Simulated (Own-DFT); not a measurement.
Simulation results for GaN (wurtzite, strained, atoms displaced)

Computed with Own-DFT development build. A calculation, not a measurement: plane-wave PBE density functional theory by an unreviewed code, no spin, of a simulated periodic cell, stress positive in tension, free energy of the whole cell less one offset for each atom, forces on such cells passed a denser k mesh, this cell's mesh not checked; offsets are fitted by least squares, one for each functional and potential file, so energies compare only between cells with the same atoms and settings and are not formation energies; the far tail of each file's local potential was reset to the Coulomb form; each entry is a single point on an unrelaxed cell, so the pressure reflects the starting lattice, mostly measured values (interpolated for alloys), from which strain is counted, and rises with the displacements; printed positions are rounded, which can move forces by about a meV/angstrom; the program, named Own-DFT, is a retired in-house code; no spin-orbit coupling.

Common to all runs: functional PBE; potential files PseudoDojo norm-conserving, scalar-relativistic, standard set with the stringent files for Ga; wave cutoff 96 hartree; occupations Gaussian; smearing width 0.01 eV; k mesh 3 x 4 x 3 centred on Gamma.

(1) GaN (wurtzite, strained, atoms displaced)

```cif
# cell vector a (Å): 12.7560 0.0000 0.0000
# cell vector b (Å): -4.7835 8.2853 -0.0829
# cell vector c (Å): 0.0000 -0.1037 10.3700
data_GaN
_symmetry_space_group_name_H-M 'P 1'
_symmetry_Int_Tables_number 1
_cell_length_a 12.7560
_cell_length_b 9.5674
_cell_length_c 10.3705
_cell_angle_alpha 90.993
_cell_angle_beta 90.000
_cell_angle_gamma 119.999
_cell_volume 1095.87
loop_
_atom_site_label
_atom_site_type_symbol
_atom_site_fract_x
_atom_site_fract_y
_atom_site_fract_z
_atom_site_occupancy
Ga1 Ga 0.08877 0.22199 0.99452 1
Ga2 Ga 0.15878 0.09855 0.25252 1
N1 N 0.08201 0.22597 0.19112 1
N2 N 0.17088 0.12058 0.42869 1
Ga3 Ga 0.07885 0.22013 0.50113 1
Ga4 Ga 0.16393 0.10513 0.74701 1
N3 N 0.08459 0.22347 0.68479 1
N4 N 0.16510 0.11030 0.93576 1
Ga5 Ga 0.08826 0.56222 0.00372 1
Ga6 Ga 0.16529 0.44121 0.26155 1
N5 N 0.08485 0.55022 0.19068 1
N6 N 0.16896 0.45268 0.43742 1
Ga7 Ga 0.08967 0.55856 0.49677 1
Ga8 Ga 0.16109 0.43461 0.74990 1
N7 N 0.07621 0.56029 0.68426 1
N8 N 0.17130 0.43873 0.93757 1
Ga9 Ga 0.08531 0.89009 0.99371 1
Ga10 Ga 0.16883 0.77681 0.25440 1
N9 N 0.07850 0.88080 0.17964 1
N10 N 0.17072 0.78525 0.43620 1
Ga11 Ga 0.08512 0.88499 0.49961 1
Ga12 Ga 0.16473 0.77045 0.74875 1
N11 N 0.08165 0.89502 0.68457 1
N12 N 0.17178 0.78541 0.94268 1
Ga13 Ga 0.32487 0.21341 0.00081 1
Ga14 Ga 0.42220 0.11976 0.24284 1
N13 N 0.33483 0.21971 0.18860 1
N14 N 0.42087 0.10930 0.43728 1
Ga15 Ga 0.33843 0.21635 0.49768 1
Ga16 Ga 0.41326 0.10994 0.74120 1
N15 N 0.33859 0.22486 0.69735 1
N16 N 0.41419 0.11345 0.94066 1
Ga17 Ga 0.32803 0.55265 0.99020 1
Ga18 Ga 0.41213 0.43781 0.25255 1
N17 N 0.32736 0.55746 0.18245 1
N18 N 0.41733 0.43669 0.43895 1
Ga19 Ga 0.33411 0.55291 0.49303 1
Ga20 Ga 0.42057 0.44084 0.75221 1
N19 N 0.33255 0.55445 0.69504 1
N20 N 0.42040 0.44058 0.93768 1
Ga21 Ga 0.34175 0.89224 0.00454 1
Ga22 Ga 0.41403 0.77863 0.25267 1
N21 N 0.33440 0.89194 0.19579 1
N22 N 0.40861 0.77033 0.43785 1
Ga23 Ga 0.33709 0.89108 0.50010 1
Ga24 Ga 0.41956 0.78096 0.74843 1
N23 N 0.34274 0.89714 0.68257 1
N24 N 0.41614 0.77839 0.93516 1
Ga25 Ga 0.57930 0.21909 0.99620 1
Ga26 Ga 0.65918 0.10459 0.24419 1
N25 N 0.57650 0.20890 0.18785 1
N26 N 0.66506 0.12342 0.44167 1
Ga27 Ga 0.58827 0.22372 0.49919 1
Ga28 Ga 0.66439 0.10788 0.74644 1
N27 N 0.58153 0.21863 0.68766 1
N28 N 0.67045 0.12072 0.93257 1
Ga29 Ga 0.59160 0.55894 0.99792 1
Ga30 Ga 0.66635 0.43414 0.25248 1
N29 N 0.58252 0.55629 0.18910 1
N30 N 0.66733 0.45008 0.43435 1
Ga31 Ga 0.58535 0.56333 0.50619 1
Ga32 Ga 0.66352 0.44510 0.74928 1
N31 N 0.58542 0.55567 0.68132 1
N32 N 0.66827 0.45439 0.93999 1
Ga33 Ga 0.57943 0.89326 0.99069 1
Ga34 Ga 0.67109 0.77685 0.25397 1
N33 N 0.58445 0.87804 0.18616 1
N34 N 0.67160 0.77897 0.43653 1
Ga35 Ga 0.58561 0.89654 0.49416 1
Ga36 Ga 0.66480 0.77830 0.75161 1
N35 N 0.58676 0.89077 0.68951 1
N36 N 0.66079 0.77944 0.93206 1
Ga37 Ga 0.83263 0.21528 0.00605 1
Ga38 Ga 0.92114 0.11220 0.24698 1
N37 N 0.82586 0.21614 0.19492 1
N38 N 0.91516 0.10767 0.44070 1
Ga39 Ga 0.83309 0.22045 0.50319 1
Ga40 Ga 0.91990 0.11422 0.75048 1
N39 N 0.83176 0.22956 0.68083 1
N40 N 0.91259 0.10878 0.92942 1
Ga41 Ga 0.83218 0.55227 0.99244 1
Ga42 Ga 0.91123 0.44906 0.23936 1
N41 N 0.83627 0.54689 0.18343 1
N42 N 0.90755 0.43969 0.43926 1
Ga43 Ga 0.83518 0.55879 0.50560 1
Ga44 Ga 0.91804 0.45158 0.74768 1
N43 N 0.83724 0.55269 0.68436 1
N44 N 0.91626 0.44442 0.93458 1
Ga45 Ga 0.82238 0.87439 0.00144 1
Ga46 Ga 0.91462 0.77528 0.25006 1
N45 N 0.83091 0.88959 0.18081 1
N46 N 0.91920 0.77531 0.43676 1
Ga47 Ga 0.83085 0.89988 0.50235 1
Ga48 Ga 0.92481 0.77523 0.74855 1
N47 N 0.83436 0.90192 0.69719 1
N48 N 0.91877 0.78208 0.93834 1
```

The calculation gives: free energy of cell above offsets -4.854 eV; pressure 7 GPa; stress xx -7.01 GPa; stress yy -6.26 GPa; stress zz -7.74 GPa; stress yz -2.67 GPa; stress xz 0.2 GPa; stress xy 0.6 GPa.

Force:
```csv
element,x (eV/Å),y (eV/Å),z (eV/Å)
Ga,-2.041,-0.344,1.197
Ga,0.436,0.868,-1.804
N,1.054,-0.735,-0.846
N,-0.072,-0.899,2.663
Ga,0.997,0.447,-0.751
Ga,0.456,1.818,0.254
N,0.122,-0.761,0.184
N,0.152,-0.635,-0.503
Ga,-0.16,-0.808,-0.275
Ga,0.229,0.517,-2.778
N,-0.745,0.443,0.022
N,0.434,-1.53,1.595
Ga,-2.461,0.13,-0.038
Ga,0.249,1.885,-0.1
N,2.119,-0.687,-0.063
N,-2.527,0.029,-0.807
Ga,-0.534,-0.118,0.757
Ga,-0.565,-0.057,-1.358
N,0.379,0.188,1.051
N,0.353,-0.745,0.853
Ga,-0.899,1.042,-0.754
Ga,0.636,1.819,0.446
N,1.623,-1.072,-0.011
N,0.61,-0.777,-1.077
Ga,1.098,1.54,0.077
Ga,-1.477,-1.525,1.579
N,-1.351,-0.354,-0.207
N,-0.029,0.121,-0.349
Ga,-0.888,0.398,0.437
Ga,1.211,0.355,1.753
N,-1.664,-0.88,-1.971
N,0.507,-0.751,-0.745
Ga,2.594,0.69,1.338
Ga,-0.018,1.221,-1.1
N,0.755,-0.584,0.734
N,-0.343,0.85,0.28
Ga,0.536,-0.306,1.671
Ga,-0.876,1.067,0.128
N,0.1,-0.191,-1.09
N,-0.532,0.211,0.454
Ga,-1.177,0.269,0.082
Ga,0.885,-0.537,-0.915
N,0.033,-0.007,-0.956
N,1.522,0.725,0.161
Ga,-0.291,0.205,-0.605
Ga,-0.129,-0.43,-0.406
N,-1.214,-1.763,0.778
N,-0.236,-0.245,-0.047
Ga,0.128,0.861,0.009
Ga,1.001,-0.624,0.984
N,1.2,1.822,-1.205
N,2.518,-2.512,-1.588
Ga,-2.291,1.681,0.703
Ga,0.553,1.303,-0.056
N,-0.156,0.725,0.219
N,-0.402,-0.83,0.696
Ga,-2.928,0.374,1.319
Ga,-0.593,1.085,-0.866
N,0.77,-0.74,-0.021
N,0.114,-0.319,1.231
Ga,0.324,-0.803,-2.503
Ga,1.022,-0.303,-0.16
N,-0.244,0.283,2.065
N,1.227,-1.826,-1.137
Ga,0.984,0.04,1.262
Ga,-0.586,-0.461,-1.01
N,-1.228,0.824,-0.058
N,-1.34,0.35,0.715
Ga,-0.246,-0.474,0.399
Ga,0.799,0.263,-0.858
N,-0.558,-0.634,-1.035
N,0.397,-0.465,0.966
Ga,0.029,0.784,-0.693
Ga,-1.372,-0.171,0.313
N,0.886,0.277,-0.766
N,-0.1,0.986,-1.093
Ga,-0.466,0.895,-1.465
Ga,-1.219,1.093,-0.491
N,0.747,-0.66,1.906
N,0.877,0.007,2.26
Ga,0.635,0.721,0.672
Ga,3.374,-1.955,2.533
N,-3.715,1.912,-1.024
N,1.783,0.605,-0.853
Ga,-0.304,-0.373,-1.782
Ga,0.137,-1.79,0.47
N,-1.981,0.9,1.363
N,0.856,-0.125,0.573
Ga,0.566,1.63,-1.616
Ga,0.051,-0.267,-0.52
N,0.839,-0.275,1.521
N,-0.85,0.765,0.343
Ga,1.693,-1.531,1.117
Ga,-2.516,0.232,0.372
N,0.825,-2.498,-1.615
N,-0.106,-0.878,-0.533
```

(2) GaN (wurtzite, strained, atoms displaced)

```cif
# cell vector a (Å): 12.7560 0.0000 -0.1276
# cell vector b (Å): -4.7835 8.2853 0.0478
# cell vector c (Å): -0.1037 0.0000 10.3700
data_GaN
_symmetry_space_group_name_H-M 'P 1'
_symmetry_Int_Tables_number 1
_cell_length_a 12.7566
_cell_length_b 9.5671
_cell_length_c 10.3705
_cell_angle_alpha 89.427
_cell_angle_beta 91.146
_cell_angle_gamma 120.001
_cell_volume 1095.87
loop_
_atom_site_label
_atom_site_type_symbol
_atom_site_fract_x
_atom_site_fract_y
_atom_site_fract_z
_atom_site_occupancy
Ga1 Ga 0.08255 0.22315 0.99897 1
Ga2 Ga 0.16753 0.10968 0.25256 1
N1 N 0.07883 0.21176 0.18877 1
N2 N 0.16826 0.11197 0.43980 1
Ga3 Ga 0.08209 0.22915 0.49525 1
Ga4 Ga 0.16526 0.11075 0.75021 1
N3 N 0.08416 0.23087 0.68928 1
N4 N 0.16301 0.10071 0.93263 1
Ga5 Ga 0.08581 0.55215 0.00034 1
Ga6 Ga 0.16952 0.44571 0.24991 1
N5 N 0.07760 0.54915 0.18939 1
N6 N 0.16206 0.43554 0.44179 1
Ga7 Ga 0.08309 0.55592 0.50962 1
Ga8 Ga 0.17740 0.45631 0.75069 1
N7 N 0.08073 0.55361 0.69450 1
N8 N 0.16438 0.43747 0.93697 1
Ga9 Ga 0.08221 0.88684 0.99539 1
Ga10 Ga 0.16413 0.76219 0.25178 1
N9 N 0.08094 0.88699 0.18708 1
N10 N 0.16585 0.77778 0.43366 1
Ga11 Ga 0.07908 0.88600 0.51195 1
Ga12 Ga 0.16928 0.78182 0.75151 1
N11 N 0.07707 0.88116 0.68847 1
N12 N 0.16220 0.77805 0.94262 1
Ga13 Ga 0.33427 0.21620 0.99976 1
Ga14 Ga 0.41437 0.10720 0.24301 1
N13 N 0.33237 0.21828 0.18882 1
N14 N 0.41866 0.11726 0.43802 1
Ga15 Ga 0.33469 0.21457 0.50748 1
Ga16 Ga 0.41745 0.11594 0.74919 1
N15 N 0.34915 0.23192 0.68805 1
N16 N 0.41105 0.10703 0.93680 1
Ga17 Ga 0.33639 0.55753 0.00493 1
Ga18 Ga 0.41762 0.44020 0.25045 1
N17 N 0.33342 0.55602 0.18413 1
N18 N 0.41892 0.44829 0.44719 1
Ga19 Ga 0.32957 0.55363 0.50785 1
Ga20 Ga 0.42076 0.44708 0.75666 1
N19 N 0.33063 0.55358 0.68791 1
N20 N 0.41217 0.44155 0.94231 1
Ga21 Ga 0.33291 0.88066 0.99702 1
Ga22 Ga 0.42116 0.77994 0.25209 1
N21 N 0.33903 0.89961 0.19632 1
N22 N 0.42499 0.77996 0.43991 1
Ga23 Ga 0.33244 0.88395 0.49291 1
Ga24 Ga 0.42224 0.78107 0.75631 1
N23 N 0.33422 0.89689 0.68829 1
N24 N 0.41348 0.77156 0.94068 1
Ga25 Ga 0.58642 0.22452 0.00323 1
Ga26 Ga 0.66681 0.11681 0.24600 1
N25 N 0.58422 0.22595 0.18242 1
N26 N 0.67527 0.11600 0.44019 1
Ga27 Ga 0.58149 0.22668 0.49487 1
Ga28 Ga 0.66872 0.11670 0.74523 1
N27 N 0.59204 0.22541 0.69593 1
N28 N 0.66447 0.11222 0.93489 1
Ga29 Ga 0.58621 0.54989 0.00210 1
Ga30 Ga 0.66086 0.44269 0.24376 1
N29 N 0.58739 0.54746 0.19017 1
N30 N 0.66477 0.44134 0.43304 1
Ga31 Ga 0.58178 0.55386 0.49570 1
Ga32 Ga 0.66605 0.44694 0.74810 1
N31 N 0.57870 0.55023 0.68769 1
N32 N 0.66327 0.44408 0.93494 1
Ga33 Ga 0.58529 0.89075 0.00229 1
Ga34 Ga 0.66793 0.77714 0.24578 1
N33 N 0.57777 0.87588 0.19028 1
N34 N 0.66119 0.77724 0.44711 1
Ga35 Ga 0.58538 0.88743 0.49512 1
Ga36 Ga 0.66791 0.77570 0.75350 1
N35 N 0.58607 0.89077 0.68088 1
N36 N 0.66460 0.77403 0.94121 1
Ga37 Ga 0.83760 0.22985 0.99725 1
Ga38 Ga 0.91396 0.11629 0.25498 1
N37 N 0.83313 0.22354 0.19618 1
N38 N 0.90885 0.10733 0.44890 1
Ga39 Ga 0.83631 0.21497 0.49147 1
Ga40 Ga 0.91890 0.10957 0.75774 1
N39 N 0.83822 0.23562 0.68544 1
N40 N 0.91895 0.12154 0.93180 1
Ga41 Ga 0.83282 0.55711 0.99680 1
Ga42 Ga 0.91277 0.43714 0.24670 1
N41 N 0.83056 0.55123 0.18167 1
N42 N 0.90657 0.44405 0.44101 1
Ga43 Ga 0.83610 0.55589 0.50479 1
Ga44 Ga 0.91999 0.45188 0.74477 1
N43 N 0.84191 0.55254 0.69696 1
N44 N 0.90960 0.43720 0.94318 1
Ga45 Ga 0.83068 0.88359 0.00268 1
Ga46 Ga 0.91403 0.77026 0.24974 1
N45 N 0.83503 0.89666 0.18797 1
N46 N 0.91517 0.76665 0.44495 1
Ga47 Ga 0.83258 0.88494 0.49310 1
Ga48 Ga 0.92053 0.78307 0.75320 1
N47 N 0.83468 0.88060 0.68950 1
N48 N 0.91863 0.77642 0.93410 1
```

The calculation gives: free energy of cell above offsets -4.793 eV; pressure 7.09 GPa; stress xx -7.51 GPa; stress yy -7.08 GPa; stress zz -6.66 GPa; stress yz 0.28 GPa; stress xz -1.63 GPa; stress xy 1.39 GPa.

Force:
```csv
element,x (eV/Å),y (eV/Å),z (eV/Å)
Ga,0.665,-0.969,0.142
Ga,-0.019,-0.828,-0.078
N,-0.243,1.295,0.19
N,-0.524,-0.365,0.657
Ga,0.734,-2.613,1.664
Ga,0.245,0.661,-0.935
N,0.783,-0.595,-0.287
N,-0.187,1.444,0.839
Ga,-1.08,-0.187,-0.346
Ga,-0.258,-0.861,0.033
N,1.051,-0.382,-0.318
N,-0.234,2.791,-1.05
Ga,-0.743,-0.268,-1.302
Ga,-1.812,-1.753,0.509
N,1.469,1.352,-0.254
N,0.419,1.387,0.454
Ga,-0.284,0.093,1.519
Ga,-0.872,2.066,-0.699
N,0.483,-0.43,0.166
N,-0.066,-0.49,1.487
Ga,0.65,0.498,-2.639
Ga,0.095,-0.312,0.134
N,1.281,1.341,1.116
N,1.487,-0.879,-0.599
Ga,-1.149,0.137,-0.011
Ga,0.258,1.99,1.498
N,-0.364,0.581,-0.302
N,0.209,-1.35,-0.708
Ga,-0.814,1.202,-1.091
Ga,1.974,-0.431,0.52
N,-2.754,-0.353,0.545
N,1.333,-0.226,0.419
Ga,-0.439,-1.099,-1.033
Ga,-0.332,0.199,0.763
N,0.151,-0.022,1.696
N,-1.203,-1.072,-1.454
Ga,0.989,0.175,-1.448
Ga,-0.546,-0.136,-0.494
N,1.471,1.264,0.933
N,0.81,0.125,0.127
Ga,-0.964,1.144,0.841
Ga,-1.064,-0.565,0.307
N,0.043,-3.526,-1.558
N,-2.093,-1.051,-0.33
Ga,0.35,0.854,0.668
Ga,-0.319,0.342,-1.566
N,0.533,-1.102,-0.262
N,0.591,0.628,-0.095
Ga,-0.572,-0.45,-1.943
Ga,0.145,-0.96,1.095
N,-0.219,-0.846,1.052
N,-2.292,-0.965,-1.167
Ga,1.612,-0.55,1.187
Ga,1.883,-0.625,0.057
N,-2.522,0.378,-1.689
N,0.601,-0.432,0.9
Ga,-1.255,0.257,-0.213
Ga,3.241,-0.754,1.588
N,-3.18,1.969,-0.876
N,0.018,1.048,0.415
Ga,0.674,0.098,0.774
Ga,0.986,-0.088,-0.096
N,0.647,1.072,0.024
N,0.667,-0.13,0.329
Ga,-0.112,0.107,-0.331
Ga,0.236,-0.396,1.107
N,0.61,1.87,-0.65
N,2.17,-0.556,-2.141
Ga,-0.316,1.671,0.89
Ga,-0.086,0.163,-1.034
N,-0.116,-0.235,1.64
N,-0.116,0.046,0.13
Ga,-0.55,-1.872,0.497
Ga,1.174,-0.695,0.012
N,-0.29,-0.847,-1.681
N,3.318,-0.893,-2.255
Ga,-2.538,2.695,2.631
Ga,-0.822,0.535,-3.059
N,0.627,-1.935,0.063
N,-0.019,-1.515,2.692
Ga,0.206,-0.394,-0.273
Ga,-0.697,1.657,1.243
N,-0.31,0.135,0.736
N,2.796,-0.445,-0.983
Ga,-1.362,-1.14,0.67
Ga,1.315,-2.324,1.957
N,-3.793,1.981,-1.292
N,0.865,2.312,-0.89
Ga,0.603,1.049,-0.76
Ga,0.438,0.494,0.146
N,0.06,-0.876,0.606
N,-0.755,1.702,-1.325
Ga,-0.075,-0.661,1.463
Ga,-0.467,-1.58,-0.477
N,-1.064,1.047,-0.316
N,-1.072,0.179,1.177
```

(3) GaN (wurtzite, strained, atoms displaced)

```cif
# cell vector a (Å): 12.7560 0.0000 0.0000
# cell vector b (Å): -4.7835 8.2853 -0.0829
# cell vector c (Å): 0.0000 -0.1037 10.3700
data_GaN
_symmetry_space_group_name_H-M 'P 1'
_symmetry_Int_Tables_number 1
_cell_length_a 12.7560
_cell_length_b 9.5674
_cell_length_c 10.3705
_cell_angle_alpha 90.993
_cell_angle_beta 90.000
_cell_angle_gamma 119.999
_cell_volume 1095.87
loop_
_atom_site_label
_atom_site_type_symbol
_atom_site_fract_x
_atom_site_fract_y
_atom_site_fract_z
_atom_site_occupancy
Ga1 Ga 0.07758 0.21023 0.99978 1
Ga2 Ga 0.16717 0.10349 0.24996 1
N1 N 0.08887 0.23062 0.18853 1
N2 N 0.16569 0.11276 0.44039 1
Ga3 Ga 0.07998 0.22018 0.49273 1
Ga4 Ga 0.16676 0.11344 0.75611 1
N3 N 0.08668 0.22919 0.68193 1
N4 N 0.16395 0.11181 0.93942 1
Ga5 Ga 0.07868 0.56102 0.98952 1
Ga6 Ga 0.17302 0.44394 0.25349 1
N5 N 0.08301 0.55670 0.18926 1
N6 N 0.16912 0.44509 0.44250 1
Ga7 Ga 0.08450 0.55449 0.49951 1
Ga8 Ga 0.16693 0.45051 0.74716 1
N7 N 0.08081 0.55219 0.68635 1
N8 N 0.16658 0.45266 0.92995 1
Ga9 Ga 0.08057 0.88985 0.00344 1
Ga10 Ga 0.16495 0.77892 0.25045 1
N9 N 0.08191 0.87917 0.18236 1
N10 N 0.17094 0.78208 0.43906 1
Ga11 Ga 0.08032 0.89549 0.49729 1
Ga12 Ga 0.16488 0.77376 0.74692 1
N11 N 0.08486 0.89745 0.68574 1
N12 N 0.16805 0.77648 0.94295 1
Ga13 Ga 0.33494 0.22497 0.00824 1
Ga14 Ga 0.41600 0.12538 0.24727 1
N13 N 0.33397 0.21808 0.19061 1
N14 N 0.40913 0.10257 0.44151 1
Ga15 Ga 0.33646 0.21317 0.49293 1
Ga16 Ga 0.40992 0.10758 0.75508 1
N15 N 0.33563 0.22339 0.68352 1
N16 N 0.41410 0.11536 0.94236 1
Ga17 Ga 0.32915 0.54450 0.99880 1
Ga18 Ga 0.41869 0.44053 0.24879 1
N17 N 0.33980 0.56671 0.18597 1
N18 N 0.41293 0.44488 0.43104 1
Ga19 Ga 0.33508 0.56418 0.49264 1
Ga20 Ga 0.41574 0.44506 0.75463 1
N19 N 0.33796 0.56031 0.69731 1
N20 N 0.41248 0.43287 0.93531 1
Ga21 Ga 0.33083 0.90391 0.00074 1
Ga22 Ga 0.41210 0.77008 0.25824 1
N21 N 0.33706 0.89889 0.18553 1
N22 N 0.41547 0.78022 0.44628 1
Ga23 Ga 0.33257 0.89147 0.49856 1
Ga24 Ga 0.41706 0.78165 0.74463 1
N23 N 0.33697 0.89508 0.69133 1
N24 N 0.41886 0.78976 0.93623 1
Ga25 Ga 0.58742 0.22750 0.99823 1
Ga26 Ga 0.66531 0.10957 0.25081 1
N25 N 0.58571 0.22094 0.19158 1
N26 N 0.66994 0.12000 0.43905 1
Ga27 Ga 0.58302 0.22912 0.49630 1
Ga28 Ga 0.65881 0.10288 0.74558 1
N27 N 0.58318 0.21855 0.68195 1
N28 N 0.66313 0.11521 0.93335 1
Ga29 Ga 0.59032 0.55747 0.99927 1
Ga30 Ga 0.66110 0.42925 0.25105 1
N29 N 0.58443 0.55239 0.18759 1
N30 N 0.66560 0.44371 0.43572 1
Ga31 Ga 0.57435 0.55101 0.49819 1
Ga32 Ga 0.65960 0.43868 0.75098 1
N31 N 0.58375 0.55762 0.68396 1
N32 N 0.66271 0.44394 0.94839 1
Ga33 Ga 0.58253 0.88852 0.99969 1
Ga34 Ga 0.66951 0.77477 0.24969 1
N33 N 0.58734 0.88747 0.19335 1
N34 N 0.66496 0.77738 0.43906 1
Ga35 Ga 0.58260 0.89025 0.49034 1
Ga36 Ga 0.67156 0.78268 0.75859 1
N35 N 0.58951 0.89360 0.67873 1
N36 N 0.66903 0.78500 0.93281 1
Ga37 Ga 0.84830 0.22935 0.00143 1
Ga38 Ga 0.91525 0.11515 0.25519 1
N37 N 0.82858 0.21650 0.19415 1
N38 N 0.91899 0.10408 0.43030 1
Ga39 Ga 0.83586 0.22886 0.50424 1
Ga40 Ga 0.91403 0.12073 0.74828 1
N39 N 0.83706 0.22747 0.68969 1
N40 N 0.90382 0.10443 0.94161 1
Ga41 Ga 0.82803 0.54903 0.00194 1
Ga42 Ga 0.90686 0.43117 0.25641 1
N41 N 0.83588 0.55483 0.18766 1
N42 N 0.92322 0.44611 0.44341 1
Ga43 Ga 0.83616 0.55647 0.50396 1
Ga44 Ga 0.91461 0.44160 0.74406 1
N43 N 0.83354 0.55803 0.68955 1
N44 N 0.92047 0.44612 0.93320 1
Ga45 Ga 0.83631 0.89272 0.00326 1
Ga46 Ga 0.92066 0.77410 0.24965 1
N45 N 0.83611 0.90278 0.18933 1
N46 N 0.92960 0.78783 0.44284 1
Ga47 Ga 0.83586 0.88981 0.50268 1
Ga48 Ga 0.91322 0.76956 0.75553 1
N47 N 0.82864 0.88761 0.68575 1
N48 N 0.91664 0.77771 0.93536 1
```

The calculation gives: free energy of cell above offsets -4.585 eV; pressure 7.09 GPa; stress xx -5.97 GPa; stress yy -7.9 GPa; stress zz -7.4 GPa; stress yz -2.87 GPa; stress xz -0.4 GPa; stress xy 0.92 GPa.

Force:
```csv
element,x (eV/Å),y (eV/Å),z (eV/Å)
Ga,-0.826,2.043,-0.009
Ga,-1.11,0.398,0.287
N,0.075,-1.701,-0.125
N,0.748,0.112,-1.203
Ga,0.771,0.563,1.077
Ga,-0.014,0.55,-1.695
N,-0.532,-0.798,0.826
N,0.803,-0.392,0.712
Ga,1.996,-0.231,2.174
Ga,-1.223,1.266,-0.687
N,-0.052,-0.925,-0.065
N,-0.256,-0.047,-0.665
Ga,0.597,1.206,-0.149
Ga,0.948,-0.419,-0.295
N,-0.243,0.618,-0.132
N,-0.033,-1.496,1.346
Ga,0.785,-0.426,-1.604
Ga,1.55,-0.629,-0.107
N,-0.667,1.343,1.151
N,-1.041,-0.581,0.011
Ga,3.319,0.833,1.622
Ga,-0.231,1.085,0.311
N,0.075,-1.269,0.756
N,-1.293,1.203,-1.377
Ga,-0.565,-0.342,-1.309
Ga,3.019,-2.881,1.094
N,-2.156,1.248,-0.396
N,2.181,1.102,-1.806
Ga,-2.721,1.703,1.636
Ga,0.545,1.17,-0.55
N,-0.466,-0.047,0.491
N,0.472,0.906,-0.368
Ga,-0.468,1.998,-0.655
Ga,-0.707,1.314,-0.541
N,0.288,-2.503,0.111
N,0.198,-0.703,0.703
Ga,0.493,-1.468,2.121
Ga,0.318,-0.157,-1.467
N,-0.546,-0.365,-1.793
N,0.456,1.292,1.413
Ga,1.833,-1.916,0.208
Ga,0.027,2.681,-1.258
N,-0.133,-0.455,1.243
N,-0.031,0.296,-1.148
Ga,-0.081,-0.455,1.11
Ga,0.919,0.454,1.041
N,-0.77,-1.113,-0.792
N,-0.078,-1.054,0.206
Ga,-0.466,-1.419,0.585
Ga,0.013,-0.753,0.19
N,-0.786,-1.012,-0.985
N,-0.044,-0.454,-0.105
Ga,0.155,-1.066,0.428
Ga,0.559,1.049,0.399
N,-0.861,0.408,0.935
N,1.45,-0.051,0.587
Ga,-2.548,0.944,0.383
Ga,0.325,2.716,-0.098
N,0.247,-0.249,-0.12
N,0.095,0.808,0.429
Ga,0.962,0.937,0.08
Ga,0.314,0.269,-0.402
N,-0.061,-0.273,1.121
N,1.314,-0.142,-2.07
Ga,-0.752,0.608,0.353
Ga,-0.238,0.373,0.348
N,-0.837,-0.371,-0.313
N,0.755,-0.375,-0.469
Ga,0.808,0.803,1.015
Ga,-0.981,-0.335,-3.082
N,-0.39,-1.234,0.512
N,0.436,-1.066,2.531
Ga,-3.821,0.705,0.82
Ga,0.789,0.466,-1.447
N,0.383,0.491,-1.161
N,-1.314,0.647,2.224
Ga,0.337,-1.12,-0.528
Ga,1.966,-1.308,0.069
N,-1.361,-0.77,-0.615
N,3.119,-0.122,-1.478
Ga,1.163,0.697,-0.291
Ga,1.373,1.888,-0.639
N,-0.743,-0.63,0.532
N,-1.447,-0.314,-0.374
Ga,-0.394,0.463,-0.593
Ga,-0.134,1.011,0.72
N,-0.326,-1.251,0.097
N,-1.751,-0.588,0.006
Ga,-0.467,-0.858,-0.052
Ga,-1.181,0.542,0.406
N,1.186,-2.108,-0.193
N,-3.354,-2.769,-1.641
Ga,-0.532,-0.499,-0.452
Ga,0.016,2.071,-1.51
N,1.269,0.693,0.901
N,-0.41,-0.466,1.493
```
